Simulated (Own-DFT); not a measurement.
Simulation results for Hf36O71 (tetragonal hafnia with one neutral oxygen vacancy, atoms displaced)

Computed with Own-DFT development build. A calculation, not a measurement: plane-wave PBE and HSE06 DFT by an unreviewed code, no spin, of a simulated cell at Gamma alone, so results move with cell size and shape, stress positive in tension, energies less offsets, not probed for a lower state with spin; hafnium file: forces about 75 meV/angstrom off all-electron values; oxygen file: force components 24 meV/angstrom off all-electron in a glass; k mesh not checked against a denser one; forces and stress are PBE's, HSE06 gives the energy alone, and its difference from PBE has offsets of its own; offsets are fitted by least squares, one for each functional and potential file, so energies compare only between cells with the same atoms and settings and are not formation energies; the far tail of each file's local potential was reset to the Coulomb form; each entry is a single point on an unrelaxed cell, so the pressure reflects the starting lattice, taken from the Materials Project, from which strain is counted, and rises with the displacements; printed positions are rounded, which can move forces by about a meV/angstrom; the program is a retired in-house code; no spin-orbit coupling.

Settings shared by all entries: first functional PBE; second functional HSE06; exact exchange share 0.25; screening 0.11 1/bohr; exchange divergence Gygi-Baldereschi; potential files PseudoDojo norm-conserving, scalar-relativistic, made for PBE, standard set; wave cutoff 48 hartree; occupations fixed; k mesh 1 x 1 x 1 centred on Gamma.

(1) Hf36O71 (tetragonal hafnia with one neutral oxygen vacancy, atoms displaced)

```cif
# cell vector a (Å): 10.7800 0.0000 0.0000
# cell vector b (Å): 0.0000 10.7800 0.0000
# cell vector c (Å): 0.0000 0.0000 10.4493
data_Hf36O71
_symmetry_space_group_name_H-M 'P 1'
_symmetry_Int_Tables_number 1
_cell_length_a 10.7800
_cell_length_b 10.7800
_cell_length_c 10.4493
_cell_angle_alpha 90.000
_cell_angle_beta 90.000
_cell_angle_gamma 90.000
_cell_volume 1214.30
loop_
_atom_site_label
_atom_site_type_symbol
_atom_site_fract_x
_atom_site_fract_y
_atom_site_fract_z
_atom_site_occupancy
Hf1 Hf 0.99939 0.00100 0.99489 1
Hf2 Hf 0.16258 0.16167 0.24733 1
O1 O 0.99681 0.16861 0.15561 1
O2 O 0.16782 0.00249 0.35025 1
O3 O 0.00188 0.16772 0.40594 1
O4 O 0.17041 0.00069 0.09897 1
Hf3 Hf 0.99782 0.99813 0.50134 1
Hf4 Hf 0.17043 0.16429 0.74923 1
O5 O 0.99810 0.16961 0.65121 1
O6 O 0.17228 0.99671 0.84595 1
O7 O 0.99651 0.16686 0.90189 1
O8 O 0.16638 0.00086 0.60016 1
Hf5 Hf 0.99342 0.33421 0.00209 1
Hf6 Hf 0.16886 0.50111 0.25250 1
O9 O 0.99824 0.49911 0.15410 1
O10 O 0.16851 0.33184 0.34987 1
O11 O 0.00106 0.50549 0.39885 1
O12 O 0.16994 0.33579 0.09572 1
Hf7 Hf 0.00159 0.33696 0.50048 1
Hf8 Hf 0.16854 0.49960 0.75035 1
O13 O 0.00624 0.49821 0.64749 1
O14 O 0.16859 0.33526 0.84832 1
O15 O 0.00016 0.49833 0.90167 1
Hf9 Hf 0.00433 0.66707 0.99891 1
Hf10 Hf 0.16893 0.83509 0.25323 1
O16 O 0.00437 0.83391 0.15327 1
O17 O 0.16768 0.66824 0.35016 1
O18 O 0.99499 0.83122 0.40291 1
O19 O 0.16840 0.66378 0.10048 1
Hf11 Hf 0.99786 0.66570 0.49901 1
Hf12 Hf 0.17110 0.83270 0.74944 1
O20 O 0.99935 0.83243 0.65513 1
O21 O 0.16149 0.66532 0.84658 1
O22 O 0.00236 0.82815 0.90535 1
O23 O 0.15981 0.66620 0.59669 1
Hf13 Hf 0.33411 0.99250 0.00439 1
Hf14 Hf 0.49810 0.16716 0.25124 1
O24 O 0.33199 0.16452 0.15302 1
O25 O 0.50448 0.99472 0.34555 1
O26 O 0.32654 0.16612 0.40055 1
O27 O 0.50429 0.00350 0.09874 1
Hf15 Hf 0.33779 0.00038 0.50779 1
Hf16 Hf 0.50446 0.16561 0.74820 1
O28 O 0.33367 0.16524 0.65528 1
O29 O 0.49902 0.99781 0.84864 1
O30 O 0.33302 0.16724 0.90091 1
O31 O 0.49648 0.99558 0.59920 1
Hf17 Hf 0.33073 0.32844 0.00244 1
Hf18 Hf 0.49875 0.49451 0.25171 1
O32 O 0.33432 0.49887 0.15491 1
O33 O 0.50127 0.33296 0.34707 1
O34 O 0.33100 0.49753 0.39984 1
O35 O 0.50123 0.33029 0.10106 1
Hf19 Hf 0.33480 0.33179 0.49475 1
Hf20 Hf 0.50345 0.50362 0.74719 1
O36 O 0.33518 0.49855 0.64912 1
O37 O 0.50138 0.33374 0.85196 1
O38 O 0.33607 0.50442 0.90448 1
O39 O 0.50018 0.33268 0.59898 1
Hf21 Hf 0.33336 0.66861 0.99526 1
Hf22 Hf 0.49314 0.83623 0.25557 1
O40 O 0.33456 0.83188 0.15090 1
O41 O 0.50160 0.67028 0.34943 1
O42 O 0.33282 0.83365 0.39623 1
O43 O 0.50062 0.66879 0.10021 1
Hf23 Hf 0.33404 0.66485 0.49260 1
Hf24 Hf 0.50186 0.83171 0.75006 1
O44 O 0.33125 0.83521 0.65112 1
O45 O 0.49583 0.66700 0.84498 1
O46 O 0.33259 0.83940 0.90693 1
O47 O 0.50297 0.66464 0.59646 1
Hf25 Hf 0.66668 0.99519 0.00400 1
Hf26 Hf 0.83630 0.16686 0.24922 1
O48 O 0.66411 0.16345 0.15291 1
O49 O 0.83120 0.00289 0.34571 1
O50 O 0.66712 0.16444 0.40599 1
O51 O 0.82984 0.00141 0.09780 1
Hf27 Hf 0.66848 0.00006 0.49993 1
Hf28 Hf 0.83367 0.16522 0.75012 1
O52 O 0.66907 0.16582 0.65454 1
O53 O 0.82953 0.99802 0.84394 1
O54 O 0.66792 0.17059 0.90552 1
O55 O 0.82846 0.99502 0.59948 1
Hf29 Hf 0.66720 0.33490 0.00260 1
Hf30 Hf 0.83266 0.49717 0.24881 1
O56 O 0.66473 0.49760 0.15491 1
O57 O 0.83383 0.33299 0.34509 1
O58 O 0.66473 0.49797 0.40000 1
O59 O 0.83276 0.33532 0.09349 1
Hf31 Hf 0.66876 0.33048 0.49713 1
Hf32 Hf 0.83570 0.49877 0.75185 1
O60 O 0.66596 0.49681 0.65171 1
O61 O 0.82738 0.33671 0.84664 1
O62 O 0.66615 0.50274 0.89877 1
O63 O 0.83288 0.33031 0.60237 1
Hf33 Hf 0.66729 0.66600 0.99713 1
Hf34 Hf 0.83497 0.82913 0.25227 1
O64 O 0.66738 0.83491 0.15463 1
O65 O 0.83342 0.66249 0.34318 1
O66 O 0.66994 0.82875 0.40126 1
O67 O 0.83144 0.67069 0.09914 1
Hf35 Hf 0.66747 0.66350 0.49549 1
Hf36 Hf 0.83549 0.83033 0.74672 1
O68 O 0.66429 0.83344 0.65230 1
O69 O 0.83485 0.66847 0.84953 1
O70 O 0.66459 0.83363 0.90115 1
O71 O 0.82595 0.66541 0.60207 1
```

It finds PBE energy of cell above offsets -100.795 eV; HSE06 less PBE above offsets -0.140 eV; PBE pressure 0.87 GPa; PBE stress xx -0.18 GPa; PBE stress yy -1.04 GPa; PBE stress zz -1.4 GPa; PBE stress yz -0.12 GPa; PBE stress xz 0.16 GPa; PBE stress xy 0 GPa.

Force:
```tsv
element	x (eV/Å)	y (eV/Å)	z (eV/Å)
Hf	-0.312	-0.887	0.69
Hf	0.979	0.746	0.779
O	0.581	-0.043	-0.914
O	-0.551	-0.913	-0.152
O	-0.268	-0.269	-0.183
O	-1.302	0.177	-0.054
Hf	0.239	0.58	0.027
Hf	-0.288	0.59	0.267
O	0.601	-0.128	0.263
O	-0.754	0.34	0.411
O	0.079	-0.005	0.199
O	-0.172	-0.128	-0.25
Hf	1.593	0.406	-0.584
Hf	-0.251	-0.336	-0.596
O	0.339	-0.239	-0.272
O	-0.372	0.243	-0.156
O	-0.061	-1.025	0.312
O	-1.518	-0.254	0.38
Hf	0.622	-0.282	0.351
Hf	0.542	-0.361	-0.266
O	-0.947	-0.555	0.288
O	-0.051	-0.505	-0.873
O	-0.274	0.033	0
Hf	-0.627	-0.469	0.784
Hf	-0.183	-0.034	-0.444
O	-0.289	0.124	0.19
O	0.187	0.072	-0.083
O	0.116	0.48	0.105
O	0.05	0.053	-0.33
Hf	-0.126	-0.08	0.53
Hf	-0.983	-0.184	-0.182
O	0.404	0.285	-0.326
O	0.556	0.515	0.251
O	-0.128	1.594	-0.283
O	1.44	0.294	-0.191
Hf	0.846	2.379	-0.118
Hf	0.287	-0.467	-0.923
O	0.107	0.26	0.176
O	-0.295	1.742	1.116
O	1.036	-0.461	0.507
O	-1.269	-0.324	0.146
Hf	-1.575	0.17	-1.076
Hf	-0.398	0.816	1.611
O	0.27	0.116	-0.772
O	0.146	0.296	-0.391
O	-0.232	-0.627	0.408
O	1.274	0.473	-0.01
Hf	1.046	0.547	-0.874
Hf	0.223	1.299	-0.85
O	-0.002	0.004	0.107
O	-0.144	-0.576	0.601
O	0.263	0.425	0.024
O	-0.448	0.089	0.192
Hf	-0.772	-0.071	1.106
Hf	-0.418	-1.274	0.385
O	-0.569	0.006	0.054
O	0	0.058	-0.773
O	-0.352	-0.704	-0.114
O	0.204	-0.443	-0.659
Hf	0.673	-0.688	1.231
Hf	1.617	-1.382	-1.482
O	-0.641	0.463	-0.016
O	-0.577	-1.039	0.143
O	0.018	0.285	0.811
O	-0.185	-0.205	-0.9
Hf	-0.158	-0.047	0.984
Hf	0.425	0.511	-0.029
O	0.558	-0.386	-0.139
O	0.006	0.454	0.269
O	-0.164	-2.075	-1.235
O	-0.744	0.076	-0.186
Hf	-0.165	0.668	-0.39
Hf	-1.498	-0.634	0.159
O	0.732	0.572	0.679
O	0.277	-0.387	0.46
O	-0.26	0.307	-0.206
O	1.615	0.056	-0.344
Hf	-0.267	-1.069	-0.252
Hf	-0.106	0.578	0.419
O	-0.358	-0.358	-0.535
O	0.671	-0.155	0.383
O	0.061	-0.891	-0.098
O	1.07	0.257	-0.412
Hf	-1.316	-0.241	-0.928
Hf	-0.1	0.587	-0.299
O	0.28	-0.042	-0.451
O	-0.089	-0.075	0.384
O	0.111	-0.236	0.201
O	-0.113	-0.14	0.875
Hf	-0.176	0.622	1.065
Hf	-0.41	0.371	-0.454
O	0.65	-0.011	-0.089
O	0.601	-0.613	0.328
O	0.076	-0.023	0.355
O	0.157	0.388	-0.934
Hf	-0.197	0.592	0.971
Hf	-0.671	0.344	-0.875
O	-0.225	0.191	0.083
O	-0.075	0.047	0.783
O	0.346	0.775	0.463
O	0.476	-0.249	-0.437
Hf	-0.505	0.213	0.336
Hf	-0.989	0.071	0.403
O	0.183	0.106	0.049
O	0.037	-0.514	-0.178
O	-0.12	-0.62	0.012
O	1.369	-0.015	-0.54
```

(2) Hf36O71 (tetragonal hafnia with one neutral oxygen vacancy, atoms displaced)

```cif
# cell vector a (Å): 10.7800 0.0000 0.0000
# cell vector b (Å): 0.0000 10.7800 0.0000
# cell vector c (Å): 0.0000 0.0000 10.4493
data_Hf36O71
_symmetry_space_group_name_H-M 'P 1'
_symmetry_Int_Tables_number 1
_cell_length_a 10.7800
_cell_length_b 10.7800
_cell_length_c 10.4493
_cell_angle_alpha 90.000
_cell_angle_beta 90.000
_cell_angle_gamma 90.000
_cell_volume 1214.30
loop_
_atom_site_label
_atom_site_type_symbol
_atom_site_fract_x
_atom_site_fract_y
_atom_site_fract_z
_atom_site_occupancy
Hf1 Hf 0.00394 0.99861 0.00108 1
Hf2 Hf 0.16834 0.17035 0.25006 1
O1 O 0.00541 0.17179 0.15993 1
O2 O 0.16565 0.00286 0.34854 1
O3 O 0.00294 0.16962 0.40006 1
O4 O 0.16469 0.99906 0.09381 1
Hf3 Hf 0.99781 0.00478 0.49978 1
Hf4 Hf 0.16094 0.16943 0.75046 1
O5 O 0.00336 0.16635 0.65624 1
O6 O 0.16671 0.99895 0.84559 1
O7 O 0.00392 0.16465 0.90388 1
O8 O 0.16865 0.00166 0.59898 1
Hf5 Hf 0.00365 0.33663 0.00307 1
Hf6 Hf 0.16408 0.49831 0.24723 1
O9 O 0.99986 0.50368 0.15426 1
O10 O 0.16504 0.33594 0.34922 1
O11 O 0.00313 0.49324 0.40216 1
O12 O 0.16659 0.33175 0.09928 1
Hf7 Hf 0.00133 0.32735 0.49956 1
Hf8 Hf 0.16541 0.50274 0.75827 1
O13 O 0.99971 0.49932 0.65293 1
O14 O 0.16752 0.33494 0.84712 1
O15 O 0.00350 0.50558 0.90173 1
O16 O 0.16994 0.33451 0.59878 1
Hf9 Hf 0.00492 0.66918 0.99427 1
Hf10 Hf 0.16390 0.83128 0.25285 1
O17 O 0.00001 0.83315 0.15546 1
O18 O 0.16417 0.66661 0.35026 1
O19 O 0.99452 0.83377 0.39713 1
O20 O 0.16578 0.66813 0.09782 1
Hf11 Hf 0.00277 0.66991 0.50100 1
Hf12 Hf 0.16147 0.83853 0.74921 1
O21 O 0.00125 0.83357 0.65179 1
O22 O 0.16355 0.67085 0.84902 1
O23 O 0.00336 0.83179 0.90439 1
O24 O 0.16604 0.67083 0.59932 1
Hf13 Hf 0.33505 0.00144 0.99837 1
Hf14 Hf 0.50102 0.16564 0.24754 1
O25 O 0.33801 0.16033 0.15839 1
O26 O 0.49766 0.00274 0.35094 1
O27 O 0.33115 0.17024 0.40206 1
O28 O 0.49856 0.00247 0.09779 1
Hf15 Hf 0.33108 0.00160 0.49957 1
Hf16 Hf 0.49799 0.16860 0.75111 1
O29 O 0.33216 0.16878 0.64942 1
O30 O 0.49981 0.99756 0.84659 1
O31 O 0.33868 0.16561 0.90432 1
O32 O 0.50562 0.99638 0.60053 1
Hf17 Hf 0.33764 0.33471 0.99465 1
Hf18 Hf 0.50109 0.49655 0.25450 1
O33 O 0.33939 0.50033 0.14874 1
O34 O 0.50153 0.33215 0.35390 1
O35 O 0.33572 0.50109 0.40650 1
O36 O 0.50293 0.33610 0.09600 1
Hf19 Hf 0.33044 0.33188 0.49733 1
Hf20 Hf 0.50423 0.50092 0.74771 1
O37 O 0.33324 0.49887 0.65172 1
O38 O 0.50181 0.33429 0.85159 1
O39 O 0.33351 0.49967 0.90171 1
O40 O 0.49566 0.33522 0.59631 1
Hf21 Hf 0.33976 0.66321 0.99733 1
Hf22 Hf 0.49762 0.83129 0.24726 1
O41 O 0.33168 0.83429 0.14968 1
O42 O 0.50238 0.66882 0.34919 1
O43 O 0.33320 0.83266 0.40261 1
O44 O 0.50171 0.66737 0.09965 1
Hf23 Hf 0.33011 0.66780 0.50444 1
Hf24 Hf 0.49476 0.82833 0.74816 1
O45 O 0.33390 0.83374 0.65560 1
O46 O 0.49929 0.66058 0.84753 1
O47 O 0.33717 0.83550 0.90067 1
O48 O 0.49281 0.66860 0.59575 1
Hf25 Hf 0.66203 0.99972 0.00057 1
Hf26 Hf 0.83429 0.16611 0.24731 1
O49 O 0.66675 0.16365 0.15497 1
O50 O 0.83190 0.99887 0.34850 1
O51 O 0.67215 0.16284 0.40470 1
O52 O 0.83722 0.99878 0.09712 1
Hf27 Hf 0.66471 0.00204 0.50156 1
Hf28 Hf 0.83362 0.16350 0.75089 1
O53 O 0.66920 0.16132 0.65154 1
O54 O 0.83239 0.99853 0.85448 1
O55 O 0.66429 0.16655 0.90508 1
O56 O 0.83824 0.00146 0.60006 1
Hf29 Hf 0.66849 0.33282 0.00298 1
Hf30 Hf 0.83281 0.49827 0.24411 1
O57 O 0.66636 0.50096 0.15336 1
O58 O 0.83212 0.33413 0.34431 1
O59 O 0.66797 0.49927 0.40179 1
O60 O 0.83589 0.33281 0.09503 1
Hf31 Hf 0.66547 0.33352 0.49915 1
Hf32 Hf 0.83373 0.50025 0.75247 1
O61 O 0.67145 0.50060 0.64972 1
O62 O 0.83083 0.33307 0.84555 1
O63 O 0.66823 0.50019 0.90033 1
O64 O 0.83605 0.33032 0.59562 1
Hf33 Hf 0.66583 0.66647 0.99584 1
Hf34 Hf 0.83746 0.83531 0.24957 1
O65 O 0.66464 0.83278 0.15583 1
O66 O 0.83048 0.66328 0.34813 1
O67 O 0.66468 0.83013 0.39987 1
O68 O 0.83437 0.65969 0.09715 1
Hf35 Hf 0.67493 0.66494 0.50083 1
Hf36 Hf 0.83463 0.83034 0.75474 1
O69 O 0.66904 0.83420 0.65044 1
O70 O 0.83619 0.66559 0.84660 1
O71 O 0.66403 0.83122 0.89950 1
```

The calculation gives: PBE energy of cell above offsets -100.974 eV; HSE06 less PBE above offsets -0.139 eV; PBE pressure 0.77 GPa; PBE stress xx -0.71 GPa; PBE stress yy -0.29 GPa; PBE stress zz -1.31 GPa; PBE stress yz 0.11 GPa; PBE stress xz -0.52 GPa; PBE stress xy -0.03 GPa.

Force:
```tsv
element	x (eV/Å)	y (eV/Å)	z (eV/Å)
Hf	-0.722	0.093	-0.098
Hf	0.663	-0.396	0.63
O	-1.016	-0.104	-1.012
O	0.066	-0.424	-0.166
O	-0.296	-0.926	0.356
O	0.7	0.255	0.359
Hf	0.299	-0.758	-0.434
Hf	1.471	-0.264	-0.071
O	-0.855	-0.038	-0.724
O	-0.025	0.716	0.246
O	-0.005	0.796	0.24
O	-0.786	-0.197	-0.189
Hf	-0.241	-0.454	-0.53
Hf	0.544	0.685	0.758
O	0.433	-0.694	-0.721
O	0.459	-0.367	-0.419
O	-0.041	1.062	0.317
O	0.846	0.284	-0.262
Hf	0.091	1.907	0.271
Hf	0.317	0.107	-1.86
O	0.019	0.554	0.439
O	-0.063	-0.193	0.669
O	-0.005	-1.391	0.137
O	-1.05	-0.375	0.1
Hf	-0.346	-0.241	1.651
Hf	0.865	0.227	-0.236
O	0.281	-0.034	-0.719
O	-0.109	-0.232	-0.302
O	0.399	0.234	0.913
O	0.657	-0.284	-0.145
Hf	-0.708	-1.118	-0.417
Hf	1.223	-0.629	-0.103
O	-0.782	-0.322	-0.19
O	0.364	-0.176	-0.05
O	-0.254	0.886	-0.623
O	-0.267	-0.08	0.243
Hf	-0.199	-0.931	0.337
Hf	0.059	-0.278	1.264
O	-0.933	0.48	-0.911
O	0.063	-0.118	-0.437
O	-0.119	-0.746	-0.087
O	0.282	-0.09	-0.012
Hf	0.958	-0.046	-0.193
Hf	0.168	-0.678	-0.449
O	0.23	-0.376	0.729
O	0.13	0.494	0.097
O	-0.194	0.594	-0.253
O	-1.52	0.248	-0.163
Hf	0.093	0.059	0.806
Hf	-0.039	1.075	0.405
O	-0.933	-0.173	0.28
O	0.225	-0.351	-0.873
O	-0.098	-0.036	-0.696
O	-0.415	-0.433	0.388
Hf	0.197	0.784	0.68
Hf	-0.836	-0.707	-0.904
O	-0.227	0.359	1.01
O	-0.216	0.178	-0.468
O	-0.312	-0.1	-0.24
O	1.237	-0.191	0.561
Hf	-0.664	1.13	0.968
Hf	0.265	-0.156	1.119
O	-0.157	0.011	0.249
O	-0.313	-0.745	-0.667
O	-0.343	0.394	0.179
O	-0.017	0.151	-0.62
Hf	0.399	-0.39	-0.792
Hf	0.964	0.779	-0.158
O	-0.992	0.242	-0.439
O	-0.051	0.576	0.327
O	0.127	-0.766	0.264
O	1.793	-0.181	0.717
Hf	0.785	-0.467	-0.179
Hf	-0.057	-0.188	0.844
O	0.333	0.246	-0.539
O	0.496	0.565	-0.144
O	-0.158	1.038	-0.267
O	-0.446	0.245	0.253
Hf	0.457	-1.328	-0.232
Hf	-0.432	-0.019	0.028
O	-0.538	0.488	0.578
O	0.092	0.149	-0.711
O	0.049	0.043	-0.019
O	-0.305	0.237	0.046
Hf	-0.077	0.243	-0.736
Hf	-0.093	0.724	1.149
O	-0.226	-0.45	-0.354
O	-0.119	-0.605	-0.193
O	-0.225	-0.188	0.261
O	0.024	-0.047	0.12
Hf	0.305	-0.241	-0.124
Hf	0.487	-0.441	-0.814
O	-0.335	0.406	0.065
O	0.339	-0.34	0.256
O	0.013	-0.154	0.118
O	-0.444	-0.228	0.04
Hf	0.417	0.082	1.228
Hf	-1.303	-0.553	0.5
O	0.58	0.311	-0.801
O	0.271	0.185	0.32
O	0.289	0.539	0.791
O	-0.119	0.521	-0.723
Hf	-0.424	0.958	-0.585
Hf	-0.863	0.797	-0.974
O	0.429	-0.878	0.559
O	-0.132	0.204	-0.223
O	0.181	-0.014	0.394
```
